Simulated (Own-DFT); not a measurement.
Al32O47 (corundum with one vacancy, atoms displaced), Al31GaO48 (corundum with substituted atoms, atoms displaced), Al16O23 (corundum with two vacancies, strained, atoms displaced) (calculated)

Computed with Own-DFT development build. A calculation, not a measurement: plane-wave PBE density functional theory by an unreviewed code, no spin, of a simulated periodic cell, stress positive in tension, free energy of the whole cell less one offset for each atom, defect cell not probed for a lower state with spin; oxygen file: force components 24 meV/angstrom off all-electron in one glass; forces on such cells passed a denser k mesh, this cell's mesh not checked; offsets are fitted by least squares, one for each functional and potential file, so energies compare only between cells with the same atoms and settings and are not formation energies; the far tail of each file's local potential was reset to the Coulomb form; each entry is a single point on an unrelaxed cell, so the pressure reflects the starting lattice, mostly measured values, from which strain is counted, and rises with the displacements; printed positions are rounded, which can move forces by about a meV/angstrom; the program is a retired in-house code; no spin-orbit coupling; before rounding, a Quantum ESPRESSO 7.3.1 run of the same cell and cutoff gave forces within 1 meV/angstrom rms on each cell, which checks the program and not the settings.

Settings shared by all entries: functional PBE; potential files PseudoDojo norm-conserving, scalar-relativistic, standard set; wave cutoff 72 hartree; occupations Fermi-Dirac; smearing width 0.1 eV; k mesh 3 x 3 x 3 centred on Gamma.

(1) 
```xyz
79
Lattice="5.4940 0.0000 8.6604 -2.7470 4.7579 8.6604 -2.7470 -4.7579 8.6604" Properties=species:S:1:pos:R:3:force_x:R:1:force_y:R:1:force_z:R:1 formula=Al32O47 free_energy_of_cell_above_offsets=-39.922 pressure=15.13 stress_xx=-16.04 stress_yy=-13.15 stress_zz=-16.19 stress_yz=-1.41 stress_xz=2.91 stress_xy=2.03
Al    -0.0682     0.1056     4.5115      0.667     -1.748      2.434
Al    -0.0371     0.1291     8.3529      1.624     -3.881     -0.125
Al     0.0333     0.0654    10.8758      0.704     -3.192      3.732
Al     0.1247    -0.0592     2.0651     -0.888      3.135     -1.844
O     -0.1252     1.6531     7.5596     -0.635       1.47      0.388
O      1.5892    -0.6969     7.4612      -4.49     -0.902      2.624
O     -1.4447    -0.9909     7.7087     -0.382      3.486     -1.383
O      0.1709    -1.8315     5.4900      -1.76      4.469     -2.719
O     -1.4300     0.8005     5.4544     -0.887     -2.033     -0.153
O      1.2961     0.9309     5.4075      1.212     -0.856      1.189
Al    -1.4211    -2.3565     8.9025      1.713     -0.448      2.927
Al    -1.3544    -2.4016    12.9649       0.83      1.571      -4.07
Al    -1.2343    -2.3385    15.4088     -2.188      0.145     -0.988
Al    -1.3719    -2.2495     6.4922      2.838      -2.41     -5.627
O     -1.4810    -0.7345    12.0567     -0.055      0.025      -1.64
O      0.1548    -3.0902    11.9852     -0.475     -1.324     -1.189
O     -2.6154    -3.3371    11.9521     -1.267      0.132     -1.188
O     -1.1509    -3.9799     9.7737     -0.448     -1.657     -0.823
O     -2.8636    -1.6369     9.7354      0.519      0.691      0.157
O     -0.0514    -1.4448     9.6568      1.614     -0.234      1.048
Al    -1.2823     2.4247     8.9522      -1.56     -0.562     -1.256
Al    -1.2979     2.3755    12.6803     -1.531      0.899      1.827
Al    -1.4275     2.2955    15.3572       2.76      2.679     -1.711
Al    -1.3469     2.3479     6.2823     -0.911      1.089     -1.101
O      0.1208     1.6455    11.9230      0.746     -0.329     -2.312
O     -2.6969     1.3552    11.8237     -1.396      2.634     -0.075
O     -1.2802     0.5756     9.7564      0.663      4.318     -2.327
O     -2.9460     3.1953     9.7619      2.689     -1.881     -1.535
O      0.1142     3.2009     9.7085     -1.111      1.645     -0.579
Al    -2.8803    -0.0784    13.3539      2.565      0.876     -1.584
Al    -2.5510    -0.0187    17.1460     -3.694      1.645     -2.652
Al    -2.6747    -0.1041    19.5930     -1.375      2.266      3.747
Al    -2.7543     0.1366    10.5480     -1.688     -4.389      1.001
O     -2.8076     1.7378    16.1142     -1.526     -3.292      5.097
O     -1.2354    -0.7343    16.2113      0.236      1.221      0.444
O     -4.0813    -0.8893    16.0826      3.045     -1.913      4.996
O     -2.6331    -1.6691    14.0995      0.181     -0.437      1.244
O     -4.1487     0.7812    14.2409     -0.882     -0.095     -1.533
O     -1.3840     1.0193    13.9321      1.694     -2.492      2.229
Al     2.6540     0.0435     8.8548      5.671       -1.8     -0.723
Al     2.7958    -0.0687    12.7738     -3.462      2.087      1.126
Al     2.6126    -0.1843    15.4007      3.598      3.588     -1.438
Al     2.6504    -0.0448     6.3287      3.543       1.64     -2.654
O      2.6162     1.5549    12.0417      1.059      1.763     -2.854
O      4.0910    -0.6505    11.9577      5.295     -2.178     -2.379
O      1.4113    -0.8695    11.9361     -0.551     -0.805     -0.461
O      2.7696    -1.5681     9.7138      0.718     -2.191       1.12
O      1.3486     0.7256     9.5442     -5.906      2.492      4.428
O      4.1774     0.9702     9.6819      1.018     -1.128      0.979
Al     1.4747    -2.4417    13.1782     -1.617      0.023      1.157
Al     1.5709    -2.2893    16.9352     -4.758     -2.807      4.467
Al     1.3981    -2.3043    19.7328     -0.057     -3.647     -2.162
Al     1.3811    -2.4938    10.6120       0.12      3.868       0.29
O      1.2788    -0.6982    16.3181     -0.996      0.508     -2.082
O      2.9166    -3.0425    16.1948      0.085     -0.712      0.986
O     -0.0956    -3.1595    16.3274      3.017     -1.774     -0.586
O      1.5445    -4.0968    14.1403     -0.495       1.75     -0.216
O     -0.0857    -1.6717    14.0802      1.466      1.114      1.544
O      2.9416    -1.4702    14.0416     -2.563      0.549       0.84
Al     1.4209     2.2810    13.1723     -0.099      3.972      1.693
Al     1.5294     2.2929    16.9505     -7.329      4.202      2.938
Al     1.5699     2.5060    19.7299     -4.287      -1.17      0.898
Al     1.3765     2.4454    10.6771      3.476     -2.729     -1.182
O      1.2073     4.0258    16.2461      2.206      0.264      0.448
O      2.7543     1.6623    16.1677      5.297     -2.924     -1.342
O     -0.0196     1.4746    16.1562      0.514     -0.497      1.351
O      1.4993     0.8227    14.0131      0.158      -4.28      3.205
O      0.0118     3.2064    14.1126     -0.856     -2.725     -2.527
O      2.7971     3.3262    14.0755     -0.009     -0.878     -0.226
Al    -0.0657     0.0052    17.4649      0.095     -2.131      1.154
Al    -0.0151    -0.0418    21.4105       -0.3     -0.488      1.744
Al     0.1622     0.0601    24.1754     -4.652      -0.37     -3.447
Al     0.1061     0.1679    14.9500     -2.557     -1.623      -3.63
O     -0.1827     1.5648    20.5984      2.512      0.647     -1.153
O      1.4327    -0.8732    20.6134      0.283      3.539      1.343
O     -1.3828    -0.9593    20.5575      0.016      0.249     -0.589
O      0.1702    -1.7911    18.3665     -2.009      2.438      0.765
O     -1.4811     0.7365    18.4289      0.424     -1.955     -1.624
O      1.1616     0.7125    18.3332      4.782      3.795      2.131
```

Units: free_energy_of_cell_above_offsets in eV; pressure, stress_xx, stress_yy, stress_zz, stress_yz, stress_xz, stress_xy in GPa; force_x, force_y, force_z in eV/Å.

(2) 
```xyz
80
Lattice="5.4940 0.0000 8.6604 -2.7470 4.7579 8.6604 -2.7470 -4.7579 8.6604" Properties=species:S:1:pos:R:3:force_x:R:1:force_y:R:1:force_z:R:1 formula=Al31GaO48 free_energy_of_cell_above_offsets=-53.774 pressure=10.23 stress_xx=-10.71 stress_yy=-10.35 stress_zz=-9.63 stress_yz=0.44 stress_xz=-0.23 stress_xy=0.2
Al    -0.0680    -0.1070     4.6335      0.957      2.806     -1.198
Al    -0.0601     0.0334     8.4082      1.891     -0.536      0.329
Al    -0.0240    -0.0116    11.1277      0.478          0     -0.801
Al     0.0194     0.0023     1.9281      0.582     -0.022      0.248
O     -0.1140     1.7149     7.6162      0.006     -1.484     -0.058
O      1.5622    -0.6776     7.5403     -1.947     -0.649      0.094
O     -1.4085    -0.8575     7.5951     -0.014     -1.123      0.136
O      0.0577    -1.6215     5.4150      0.266     -1.689       1.25
O     -1.5223     0.8094     5.4395      0.591      -2.69      -1.29
O      1.4179     0.8872     5.3393     -0.432       0.36      0.369
Al    -1.3814    -2.4223     8.9478      0.528      0.613     -0.044
Al    -1.4079    -2.3669    12.6636      0.275     -0.024      0.968
Al    -1.3965    -2.4384    15.3385     -0.164      1.262      0.474
Al    -1.4365    -2.3040     6.2959       1.09     -1.745      0.103
O     -1.5132    -0.6775    11.9036      0.528     -1.151      0.149
O      0.1004    -3.1858    11.7805      0.149      3.484      2.453
O     -2.7487    -3.2335    11.9148      -1.06     -1.663     -1.042
O     -1.1872    -4.0167     9.7629     -1.676     -0.248      0.201
O     -2.9253    -1.6731     9.7476      1.154     -0.244     -0.585
O      0.0210    -1.4299     9.7410     -0.778     -1.047     -0.094
Al    -1.3030     2.3896     8.9543     -0.858      0.053     -1.048
Al    -1.4212     2.3661    12.7424      1.274      0.053      0.412
Al    -1.3806     2.3407    15.4213      0.341      1.052     -0.326
Al    -1.3624     2.2927     6.3030      -0.55      2.901      0.071
O     -1.4742     3.9864    11.8776      -1.24      0.435      0.028
O      0.1926     1.6720    11.9193     -3.275     -1.869      0.637
O     -2.7426     1.3986    11.9468     -0.687      1.344     -1.267
O     -1.2042     0.6912     9.7573      -1.36      0.916     -0.061
O     -2.8257     3.0620     9.6917     -1.287      0.655      1.397
O     -0.0395     3.3005     9.7437      0.257      0.844      0.417
Al    -2.8931     0.0487    13.2485      2.722     -1.413      0.193
Al    -2.7385     0.0496    17.0772      0.146     -1.721     -0.068
Al    -2.6943     0.0082    19.7558     -1.315     -1.642     -1.756
Al    -2.6823    -0.0398    10.5669     -1.279      0.783      0.584
O     -2.9440     1.6297    16.2650       0.75      1.613     -0.986
O     -1.2770    -0.8089    16.2958     -0.141       0.83     -1.227
O     -4.1495    -0.8992    16.2930       0.45     -0.197      0.015
O     -2.7106    -1.6884    14.1215      1.117      0.712     -0.856
O     -4.2053     0.7832    14.0968     -1.562      0.088      0.345
O     -1.3837     0.9289    14.0742     -0.713     -0.393      0.169
Al     2.7386    -0.0319     8.8926     -0.886      0.654     -0.653
Al     2.7493     0.0118    12.7730      -0.34      0.579      0.138
Al     2.7399     0.0332    15.4647     -1.435      0.181     -0.678
Al     2.8308     0.0427     6.2136     -1.873     -1.983      0.472
O      2.6139     1.6880    11.9257      1.659     -1.031      0.286
O      4.1668    -0.7828    11.9478      1.204      0.995     -0.381
O      1.3748    -0.8575    11.9188      -0.07      -1.35      0.659
O      2.7932    -1.5782     9.8044      1.578     -1.083     -0.425
O      1.1886     0.6456     9.7495      1.216     -0.777     -0.928
O      4.0933     0.8796     9.7415      0.459       0.36      0.297
Al     1.3249    -2.3173    13.2485      1.036     -0.885     -0.275
Al     1.3793    -2.4162    17.0974     -1.007      0.473     -0.655
Al     1.3396    -2.3585    19.7052     -0.342      0.046      0.759
Al     1.4009    -2.3914    10.6016     -1.077     -0.385     -0.679
O      1.1759    -0.6956    16.3253      1.981     -0.448     -1.757
O      2.8123    -3.1711    16.1627     -0.073      1.802      1.718
O     -0.0566    -3.2363    16.2758      0.959     -0.939     -0.422
O      1.5217    -4.0559    14.1228      0.123      1.759     -1.219
O     -0.1607    -1.6125    14.0095      0.392     -0.335      0.203
O      2.8199    -1.4204    14.0777      -2.29       0.42     -0.336
Al     1.3619     2.2817    13.1727     -0.084       3.44      1.015
Al     1.3820     2.3663    17.1307     -0.128     -0.446     -1.569
Al     1.3276     2.4208    19.6646       0.73      -1.48      1.184
Ga     1.3126     2.2498    10.5808      0.987      2.881     -1.882
O      1.2188     3.9894    16.2416      0.725      0.452       0.31
O      2.8755     1.6728    16.1920     -0.607      -0.27      1.481
O     -0.0109     1.4847    16.2583      0.121     -0.316       0.01
O      1.4605     0.8047    14.0513      0.254     -3.024      1.524
O     -0.1175     3.0301    14.0195     -0.347      1.213      0.753
O      2.7162     3.2932    14.1188      0.323      0.057     -0.482
Al    -0.0212    -0.0477    17.6220     -0.193      0.483     -1.218
Al     0.0118    -0.0112    21.5027     -0.941     -0.414     -1.323
Al     0.0053    -0.0654    24.1065      0.018     -0.415     -0.333
Al    -0.0338     0.0167    14.9418      -0.13      0.072      0.342
O     -0.1047     1.6223    20.5165     -0.416      0.266      0.875
O      1.5224    -0.7662    20.6153     -1.087      0.369      -0.25
O     -1.4594    -0.8556    20.5615      2.629     -0.593      1.766
O      0.0520    -1.6204    18.3939      1.431     -1.594      1.111
O     -1.4630     0.7481    18.2730     -0.539      0.733      1.756
O      1.3572     0.8567    18.3991      0.824      1.278      0.468
```

Units: free_energy_of_cell_above_offsets in eV; pressure, stress_xx, stress_yy, stress_zz, stress_yz, stress_xz, stress_xy in GPa; force_x, force_y, force_z in eV/Å.

(3) 
```xyz
78
Lattice="5.4797 0.0443 8.7201 -2.7226 4.8392 8.7335 -2.6079 -4.5519 8.6121" Properties=species:S:1:pos:R:3:force_x:R:1:force_y:R:1:force_z:R:1 formula=Al16O23 free_energy_of_cell_above_offsets=-48.514 pressure=14.89 stress_xx=-16.33 stress_yy=-17.73 stress_zz=-10.62 stress_yz=5.12 stress_xz=0.47 stress_xy=-4.09
Al    -0.0600     0.1014     4.5650      1.946     -1.008      -0.21
Al     0.0168     0.1232     8.5201      1.541      0.038      -1.37
Al     0.0610     0.0981    11.1179      0.715       0.86      0.265
Al     0.0123     0.0153     1.9715      1.033      0.171     -0.427
O     -0.0390     1.7697     7.6563     -1.447      0.151      0.023
O      1.5309    -0.6049     7.6462      0.426     -0.968     -0.639
O     -1.2409    -0.8133     7.5502     -0.899      1.406      0.132
O      0.2299    -1.5190     5.3838     -1.354      -0.47      0.664
O     -1.4774     0.8028     5.4582      0.655      1.219      0.036
O      1.4782     0.9038     5.4378     -3.091      1.145     -0.813
Al    -1.2371    -2.1303     8.9078     -0.531     -3.189     -1.021
Al    -1.2579    -2.2124    12.7955      1.095      0.538     -2.028
Al    -1.2588    -2.1335    15.3738      1.925     -0.457       0.27
Al    -1.3410    -2.2030     6.2179      1.179     -0.795      0.363
O     -1.4132    -0.5320    11.8487      0.467     -1.163      1.542
O     -2.5976    -3.1014    11.7830      0.087      0.995      2.193
O     -1.1186    -3.8531     9.7798     -0.219      1.147     -2.135
O     -2.6726    -1.4584     9.7689     -0.839     -0.403     -1.053
O      0.0946    -1.3393     9.6905      0.123       1.46      1.121
Al    -1.2773     2.4975     9.0245     -1.448     -0.067     -0.123
Al    -1.3594     2.4561    12.9124      0.993      2.235     -2.184
Al    -1.2314     2.5637    15.4373     -3.426       1.99      0.226
Al    -1.3356     2.4702     6.3643     -0.253     -0.049     -0.951
O     -1.5474     4.1670    11.9497      1.954     -1.331      1.389
O      0.1896     1.7670    11.9688     -0.734      0.037      0.203
O     -2.5813     1.5877    11.9398     -1.281      0.406     -0.036
O     -1.2616     0.8536     9.7643      1.744       0.25     -0.629
O     -2.7856     3.2041     9.8696      0.831      0.726     -1.689
O     -0.0296     3.4634     9.8745      0.254     -1.319     -1.415
Al    -2.7091     0.2404    13.2724      1.035      -0.51     -1.184
Al    -2.6321     0.2268    17.0525      0.999      2.486      1.478
Al    -2.5861     0.2618    19.7929     -1.426      3.234     -0.287
Al    -2.6307     0.1476    10.6110     -1.775      0.284      0.737
O     -2.7206     1.9053    16.2656     -0.425     -0.669      0.307
O     -1.1209    -0.4945    16.2671     -1.268     -0.965     -0.048
O     -3.9731    -0.5815    16.2243       1.44     -2.453      1.001
O     -2.5267    -1.3764    14.0220      0.236     -1.567      1.317
O     -4.0946     0.9352    14.1375     -0.213      0.202     -0.381
O     -1.2445     1.1367    14.1285     -0.881     -1.544      0.034
Al     2.8075     0.1003     8.9866     -1.214     -0.856      -0.97
Al     2.7754     0.1849    12.7273     -0.333     -1.879      0.857
Al     2.8324     0.2472    15.4714     -0.996     -2.245      0.333
Al     2.7547     0.0308     6.2587      0.737      0.472      1.459
O      2.6449     1.7655    11.9863      0.118       0.43     -0.148
O      4.2848    -0.6167    11.9783     -1.475     -0.111      0.299
O      1.4058    -0.8282    11.9641      0.078      0.798     -0.693
O      2.9287    -1.6011     9.8640     -0.019      2.468     -1.963
O      1.3103     0.8303     9.7484     -0.865      0.757      1.434
O      4.1233     0.9555     9.8739      -0.13      0.202     -1.158
Al     1.4558    -2.1712    13.3145      0.142     -0.357     -1.694
Al     1.4961    -2.1460    17.1849      0.082     -0.543     -1.856
Al     1.5295    -2.1464    19.6818     -0.535      0.828      2.159
Al     1.3843    -2.2025    10.5676      0.817     -2.938      1.382
O      1.3261    -0.5452    16.4058        0.8      1.783     -1.418
O      2.9506    -2.8983    16.1684     -0.516      0.085      2.036
O      0.1040    -3.0694    16.2576      1.127      0.659      0.577
O      1.5809    -3.7460    14.0802       0.16     -2.026      0.149
O      0.0080    -1.4787    14.1114     -1.089      1.208        0.8
O      2.7983    -1.3395    14.1089      0.645      1.564      0.088
Al     1.3527     2.4575    13.3674      0.699      -0.67     -1.432
Al     1.4055     2.5829    17.1592     -0.476      -0.62      0.926
Al     1.5507     2.6070    19.7986     -2.526     -1.528      1.579
Al     1.3397     2.5752    10.6388      1.057     -1.753      0.696
O      1.3876     4.1490    16.2876     -1.903     -0.397      1.567
O      2.9104     1.8168    16.4222      0.227     -0.019     -1.216
O     -0.0440     1.7150    16.2420      4.256     -1.745      2.382
O      1.5301     0.7483    14.1299     -0.067       1.79      0.486
O     -0.0313     3.2262    14.1885      0.129      0.661     -0.677
O      2.6985     3.4079    14.1603      0.737     -0.722       0.69
Al     0.0648     0.2609    17.6459     -0.909      0.233       1.24
Al     0.0773     0.2696    21.5413      0.116      0.545     -1.754
Al     0.2053     0.2219    24.1538     -1.296      3.344     -1.407
Al     0.0601     0.2008    15.0814      0.621     -0.574     -1.702
O     -0.0273     1.8455    20.6666      0.694      0.743      0.142
O      1.6234    -0.5350    20.6268      -0.78      0.718      0.388
O     -1.2449    -0.5929    20.4782       1.39     -0.687      2.501
O      0.2797    -1.3916    18.4880     -0.324     -0.216     -0.652
O      1.3614     1.2048    18.4967      1.651     -1.457      -0.11
```

Units: free_energy_of_cell_above_offsets in eV; pressure, stress_xx, stress_yy, stress_zz, stress_yz, stress_xz, stress_xy in GPa; force_x, force_y, force_z in eV/Å.
